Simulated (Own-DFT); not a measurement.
## Calculated data, Hf32O63 (monoclinic hafnia with one neutral oxygen vacancy, atoms displaced), Hf16O31 (monoclinic hafnia with two neutral oxygen vacancies, atoms displaced)

Computed with Own-DFT development build. A calculation, not a measurement: plane-wave PBE and HSE06 DFT by an unreviewed code, no spin, of a simulated cell at Gamma alone, so results move with cell size and shape, stress positive in tension, energies less offsets, not probed for a lower state with spin; hafnium file: forces about 75 meV/angstrom off all-electron values; oxygen file: force components 24 meV/angstrom off all-electron in a glass; k mesh not checked against a denser one; forces and stress are PBE's, HSE06 gives the energy alone, and its difference from PBE has offsets of its own; offsets are fitted by least squares, one for each functional and potential file, so energies compare only between cells with the same atoms and settings and are not formation energies; the far tail of each file's local potential was reset to the Coulomb form; each entry is a single point on an unrelaxed cell, so the pressure reflects the starting lattice, mostly measured values, from which strain is counted, and rises with the displacements; printed positions are rounded, which can move forces by about a meV/angstrom; the program is a retired in-house code; no spin-orbit coupling.

Settings shared by all entries: first functional PBE; second functional HSE06; exact exchange share 0.25; screening 0.11 1/bohr; exchange divergence Gygi-Baldereschi; potential files PseudoDojo norm-conserving, scalar-relativistic, made for PBE, standard set; wave cutoff 48 hartree; occupations fixed; k mesh 1 x 1 x 1 centred on Gamma.

(1) Hf32O63 (monoclinic hafnia with one neutral oxygen vacancy, atoms displaced)

```
CELL_PARAMETERS angstrom
10.23400 0.00000 0.00000
0.00000 10.35000 0.00000
-1.69550 0.00000 10.44530
ATOMIC_POSITIONS crystal
Hf 0.13836 0.01569 0.10724
Hf 0.36705 0.27358 0.14132
Hf 0.35860 0.47687 0.39166
Hf 0.13889 0.22569 0.35347
O 0.03891 0.16118 0.17964
O 0.45968 0.41954 0.07307
O 0.46224 0.32965 0.32425
O 0.03133 0.08549 0.42582
O 0.23102 0.38350 0.24697
O 0.27991 0.13639 0.01899
O 0.26951 0.12300 0.25892
O 0.22134 0.37244 0.49069
Hf 0.12846 0.00877 0.60000
Hf 0.36547 0.26631 0.64341
Hf 0.35810 0.48478 0.89892
Hf 0.13764 0.22563 0.84884
O 0.03638 0.16717 0.67308
O 0.46239 0.41439 0.56358
O 0.45957 0.33281 0.83013
O 0.03609 0.09157 0.92845
O 0.22306 0.37469 0.73378
O 0.27870 0.13438 0.50806
O 0.28106 0.12201 0.76140
O 0.23246 0.37400 0.98107
Hf 0.13604 0.52585 0.10574
Hf 0.35796 0.77182 0.13797
Hf 0.36670 0.98643 0.39638
Hf 0.13533 0.72822 0.35066
O 0.03179 0.66180 0.16437
O 0.45410 0.91358 0.07562
O 0.46550 0.83946 0.33215
O 0.03961 0.58182 0.42135
O 0.22554 0.88072 0.23580
O 0.27703 0.62516 0.00836
O 0.27160 0.62655 0.26147
O 0.22571 0.86954 0.49676
Hf 0.14033 0.51248 0.60060
Hf 0.37233 0.76772 0.65121
Hf 0.36316 0.97671 0.88428
Hf 0.13743 0.73067 0.84857
O 0.04808 0.67212 0.67063
O 0.46138 0.92110 0.57426
O 0.45851 0.82942 0.82696
O 0.03336 0.58881 0.92017
O 0.22375 0.88243 0.73679
O 0.28573 0.63211 0.51606
O 0.28079 0.61870 0.76486
O 0.23276 0.87612 0.97934
Hf 0.63769 0.01873 0.10450
Hf 0.85940 0.27090 0.14802
Hf 0.86370 0.47250 0.38958
Hf 0.64453 0.22622 0.35690
O 0.53986 0.16433 0.17292
O 0.96221 0.41906 0.07894
O 0.97089 0.33400 0.32438
O 0.53294 0.09169 0.41884
O 0.72047 0.37375 0.24080
O 0.77696 0.12100 0.00551
O 0.77496 0.11867 0.25656
O 0.72480 0.37431 0.48386
Hf 0.63828 0.02151 0.60176
Hf 0.86431 0.27649 0.65716
Hf 0.86380 0.47047 0.89549
Hf 0.64723 0.23389 0.85518
O 0.53855 0.16665 0.68129
O 0.96993 0.41221 0.57844
O 0.53791 0.08266 0.91859
O 0.72570 0.38040 0.74339
O 0.77290 0.13430 0.50801
O 0.78301 0.11840 0.75857
O 0.72628 0.37582 0.99246
Hf 0.63956 0.50921 0.10967
Hf 0.86304 0.76382 0.15671
Hf 0.86287 0.97989 0.40064
Hf 0.63702 0.72767 0.35542
O 0.54008 0.67848 0.17720
O 0.96232 0.92539 0.08763
O 0.96067 0.83169 0.33121
O 0.53396 0.58304 0.41985
O 0.71185 0.89155 0.23506
O 0.78237 0.62525 0.01573
O 0.78070 0.61880 0.25618
O 0.72532 0.86602 0.48508
Hf 0.63600 0.51614 0.60752
Hf 0.87309 0.78011 0.65400
Hf 0.85561 0.98149 0.89930
Hf 0.63700 0.73366 0.85438
O 0.53722 0.66788 0.67348
O 0.95335 0.91326 0.57027
O 0.95059 0.84681 0.82583
O 0.53040 0.58243 0.92485
O 0.72309 0.87559 0.74629
O 0.77368 0.63032 0.51281
O 0.78295 0.62202 0.76349
O 0.71857 0.87785 0.97846
```

* PBE energy of cell above offsets: -90.014 eV
* HSE06 less PBE above offsets: 0.085 eV
* PBE pressure: 5.31 GPa
* PBE stress xx: -4.8 GPa
* PBE stress yy: -4.95 GPa
* PBE stress zz: -6.17 GPa
* PBE stress yz: 0.45 GPa
* PBE stress xz: -0.42 GPa
* PBE stress xy: -0.03 GPa

Force:
```csv
element,x (eV/Å),y (eV/Å),z (eV/Å)
Hf,0.549,1.82,-0.864
Hf,-0.726,-0.823,0.679
Hf,0.677,0.603,0.429
Hf,0.986,0.229,0.195
O,-1.494,0.923,-0.507
O,1.523,0.319,1.403
O,0.925,0.086,0.329
O,0.038,-0.401,0.157
O,-1.071,-0.12,-1.732
O,-0.377,-1.123,-1.225
O,0.784,-0.388,0.555
O,0.11,-0.08,-0.515
Hf,2.042,1.781,0.312
Hf,-0.631,1.056,0.974
Hf,1.012,-1.238,-1.813
Hf,1.119,0.463,1.375
O,-0.683,-0.147,0.046
O,0.594,-0.589,1.662
O,1.449,-0.302,-0.346
O,-0.38,-0.367,-0.435
O,-0.097,0.125,0.003
O,-0.589,-0.911,0.148
O,-0.669,-0.149,-0.505
O,-2.244,-0.52,0.891
Hf,1.386,-1.804,-0.771
Hf,1.033,-0.096,1.462
Hf,-0.858,-1.006,-0.691
Hf,1.373,0.462,1.651
O,-0.562,1.479,1.265
O,1.886,1.336,-0.304
O,0.056,-0.349,-0.308
O,-0.477,-0.165,-0.484
O,-0.404,-0.774,0.367
O,-0.824,1.167,0.751
O,-0.033,-0.262,-0.442
O,-0.682,0.261,-1.27
Hf,0.975,0.896,0.744
Hf,-1.991,0.129,-2.121
Hf,0.047,2.012,2.06
Hf,0.466,-0.206,0.689
O,-1.21,0.637,-0.067
O,0.995,0.251,0.917
O,1.178,-0.41,0.347
O,-0.183,-0.655,0.016
O,-0.489,-0.585,0.04
O,-0.777,-0.733,-0.71
O,-0.597,0.916,-0.607
O,-2.006,-1.016,0.194
Hf,-1.173,0.435,-1.315
Hf,1.569,-1.771,-0.437
Hf,-0.193,1.432,1.859
Hf,-1.272,0.632,-0.863
O,-0.412,0.57,-0.143
O,0.459,-0.475,-0.177
O,-1.094,0.371,-0.258
O,0.023,-0.713,1.122
O,0.752,0.128,-0.112
O,-0.327,2.384,1.226
O,0.773,0.894,0.556
O,0.064,0.043,0.875
Hf,-0.307,-0.31,0.399
Hf,0.997,-1.006,-1.825
Hf,0.708,2.754,0.228
Hf,-2.697,-1.633,0.358
O,0.775,-0.4,-1.001
O,-0.857,0.012,-0.201
O,0.033,0.1,-0.076
O,0.162,-0.248,-0.005
O,0.358,-0.745,0.586
O,-0.463,0.56,-0.32
O,-0.315,-0.989,0.019
Hf,-1.09,3.251,-1.661
Hf,-0.838,1.461,-2.421
Hf,-1.636,0.475,-2.602
Hf,-0.881,0.142,0.241
O,0.097,-1.57,-1.117
O,-0.618,-1.367,-0.305
O,0.332,-0.392,-0.069
O,0.062,-0.132,0.183
O,1.502,-2.367,1.314
O,-0.837,0.343,-0.192
O,-0.323,-0.616,1.071
O,-0.32,1.413,0.996
Hf,0.504,1.755,-1.816
Hf,-3.222,-3.997,-0.811
Hf,0.351,1.025,0.556
Hf,0.818,-1.764,1.031
O,0.837,-0.642,0.004
O,2.393,1.74,0.712
O,3.824,-2.065,0.184
O,1.584,0.825,0.271
O,-0.695,0.967,-1.939
O,0.345,-0.546,0.087
O,-0.55,-0.653,0.302
O,-0.355,-1.036,1.531
```

(2) Hf16O31 (monoclinic hafnia with two neutral oxygen vacancies, atoms displaced)

```
CELL_PARAMETERS angstrom
10.23400 0.00000 0.00000
0.00000 10.35000 0.00000
-1.69550 0.00000 10.44530
ATOMIC_POSITIONS crystal
Hf 0.14372 0.02422 0.09868
Hf 0.36640 0.27389 0.14957
Hf 0.36180 0.48186 0.39374
Hf 0.13867 0.22989 0.35337
O 0.03702 0.16246 0.17611
O 0.46410 0.41587 0.08060
O 0.46211 0.33731 0.32655
O 0.03584 0.08416 0.42292
O 0.22636 0.38533 0.23790
O 0.27473 0.12845 0.00787
O 0.27243 0.12227 0.26185
O 0.22475 0.36980 0.49037
Hf 0.13600 0.01926 0.60394
Hf 0.36135 0.27375 0.64509
Hf 0.35883 0.48106 0.89284
Hf 0.14403 0.22681 0.85488
O 0.03901 0.16542 0.66710
O 0.46110 0.42000 0.57676
O 0.46275 0.32975 0.82446
O 0.03312 0.08244 0.92492
O 0.22376 0.37192 0.73955
O 0.27815 0.13102 0.51100
O 0.27453 0.12847 0.76288
O 0.21887 0.37199 0.99239
Hf 0.14062 0.51503 0.10550
Hf 0.36293 0.77087 0.14818
Hf 0.35842 0.98000 0.39481
Hf 0.13724 0.72558 0.35779
O 0.03869 0.66358 0.17675
O 0.46282 0.91786 0.07544
O 0.46605 0.83698 0.32422
O 0.03409 0.58093 0.42278
O 0.22309 0.87374 0.23852
O 0.27254 0.62448 0.01109
O 0.27932 0.62052 0.25936
O 0.22074 0.86882 0.48578
Hf 0.13991 0.52020 0.60775
Hf 0.36072 0.77057 0.64657
Hf 0.36300 0.97873 0.89199
Hf 0.14044 0.73186 0.85321
O 0.03751 0.66296 0.67344
O 0.46264 0.91788 0.57344
O 0.46067 0.83593 0.82952
O 0.03903 0.57647 0.92023
O 0.22635 0.88210 0.74327
O 0.27145 0.62851 0.50838
O 0.27489 0.62577 0.75720
O 0.22811 0.87318 0.99113
Hf 0.63326 0.01938 0.10382
Hf 0.86442 0.27057 0.14639
Hf 0.86383 0.48012 0.39386
Hf 0.64083 0.23142 0.35615
O 0.53739 0.16550 0.17726
O 0.96600 0.41946 0.07584
O 0.96777 0.33338 0.32651
O 0.53733 0.08770 0.42207
O 0.72626 0.37772 0.23249
O 0.77411 0.13214 0.01409
O 0.77796 0.12306 0.26179
O 0.72154 0.37254 0.49312
Hf 0.63790 0.02172 0.61049
Hf 0.85994 0.26355 0.64484
Hf 0.85911 0.47915 0.89577
Hf 0.64184 0.22749 0.85926
O 0.53709 0.16938 0.67382
O 0.96319 0.42053 0.57704
O 0.96436 0.33261 0.82713
O 0.54029 0.08164 0.92363
O 0.72106 0.37520 0.74320
O 0.76895 0.13135 0.50800
O 0.77331 0.12871 0.76209
O 0.72394 0.36749 0.99100
Hf 0.64107 0.52009 0.10725
Hf 0.86518 0.77160 0.14721
Hf 0.86230 0.97795 0.39838
Hf 0.63981 0.73058 0.35065
O 0.53491 0.66667 0.17562
O 0.96529 0.91284 0.07672
O 0.96148 0.83854 0.32645
O 0.53632 0.58503 0.42038
O 0.72617 0.87875 0.23983
O 0.77237 0.62864 0.00894
O 0.77863 0.62249 0.25845
O 0.72423 0.86963 0.49280
Hf 0.64412 0.52010 0.60348
Hf 0.86225 0.76939 0.65157
Hf 0.86464 0.97642 0.89451
Hf 0.64240 0.72798 0.85216
O 0.53439 0.66375 0.67404
O 0.96289 0.91677 0.57621
O 0.53855 0.58469 0.92513
O 0.77478 0.63268 0.50542
O 0.77610 0.61916 0.75542
O 0.72634 0.87252 0.99349
```

* PBE energy of cell above offsets: -91.623 eV
* HSE06 less PBE above offsets: 0.484 eV
* PBE pressure: 3.22 GPa
* PBE stress xx: -3.01 GPa
* PBE stress yy: -3.33 GPa
* PBE stress zz: -3.31 GPa
* PBE stress yz: -0.13 GPa
* PBE stress xz: 0.14 GPa
* PBE stress xy: 0.29 GPa

Force:
```csv
element,x (eV/Å),y (eV/Å),z (eV/Å)
Hf,-1.072,-0.991,1.504
Hf,-0.241,-0.391,-0.274
Hf,0.192,0.08,0.602
Hf,-0.076,-0.307,0.539
O,-0.215,0.254,-0.596
O,0.306,0.52,-0.726
O,0.755,-0.503,0.114
O,-0.058,-0.09,0.16
O,-0.134,-1.245,0.719
O,0.46,0.429,0.32
O,0.689,-0.183,-0.39
O,-0.254,0.392,-0.251
Hf,0.468,0.47,-0.502
Hf,0.733,-0.427,-0.376
Hf,0.842,-0.554,0.905
Hf,-1.436,1.048,0.054
O,-0.983,0.479,0.519
O,0.684,0.329,0.166
O,-0.167,0.876,1.035
O,0.127,-0.036,-0.78
O,-0.304,1.473,0.175
O,-0.254,-0.648,0.028
O,0.639,-1.376,-0.233
O,0.892,-0.598,-0.715
Hf,-0.544,1.414,-0.476
Hf,-0.325,-0.244,-0.154
Hf,0.743,0.101,-0.107
Hf,-0.037,0.362,-1.258
O,-0.546,0.228,-0.158
O,0.01,-0.073,0.089
O,0.018,0.184,0.27
O,0.085,0.181,0.127
O,0.02,0.788,-0.04
O,0.752,0.653,-0.36
O,-0.133,0.381,0.397
O,0.149,0.387,0.795
Hf,-0.518,-0.832,-0.919
Hf,0.787,0.128,-0.577
Hf,0.021,0.933,0.828
Hf,-0.784,-0.979,0.845
O,-0.862,1.386,0.513
O,0.096,-0.301,0.765
O,1.482,-1.185,-0.63
O,-0.221,1.109,-0.648
O,-0.44,-0.215,-0.641
O,0.332,0.198,0.515
O,0.281,-0.628,0.568
O,-0.457,-0.449,-0.695
Hf,1.015,0.293,0.55
Hf,0.143,-0.407,-0.321
Hf,-0.012,-0.103,0.502
Hf,-0.456,-0.553,-0.34
O,-0.604,0.285,-0.334
O,-0.707,-0.626,0.265
O,-0.367,0.36,0.12
O,-0.749,-0.585,0.241
O,-0.24,0.154,1.18
O,0.322,-0.616,-0.252
O,-0.038,-0.118,0.315
O,0.415,-0.035,-0.521
Hf,-0.458,0.266,-1.476
Hf,0.789,1.714,0.485
Hf,1.075,-0.686,0.087
Hf,-0.781,0.84,-0.316
O,-0.109,-0.523,-0.201
O,-0.316,-0.632,0.22
O,0.15,-0.421,-0.183
O,-0.829,-0.362,-0.312
O,0.344,0.711,-0.53
O,0.689,-0.34,0.84
O,0.74,-1.972,0.071
O,0.096,0.792,0.048
Hf,-0.53,0.391,-0.651
Hf,0.159,-0.213,-0.207
Hf,-0.454,0.552,-0.653
Hf,-0.268,0.118,0.683
O,0.279,-0.378,-0.507
O,0.846,0.578,-0.844
O,1.002,-0.933,0.169
O,-0.119,-0.139,0.263
O,-0.407,0.107,-0.053
O,0.529,-0.004,-0.061
O,-0.103,-0.379,0.087
O,-0.267,0.383,0.593
Hf,-1.133,-0.278,-0.506
Hf,0.506,0.389,-1.354
Hf,-0.141,0.193,1.089
Hf,-0.705,0.275,0.722
O,-0.12,0.529,0.128
O,0.117,-0.405,0.953
O,-0.787,-0.291,-0.453
O,0.218,-0.548,0.469
O,-0.085,0.335,0.306
O,-0.147,-0.247,-1.357
```
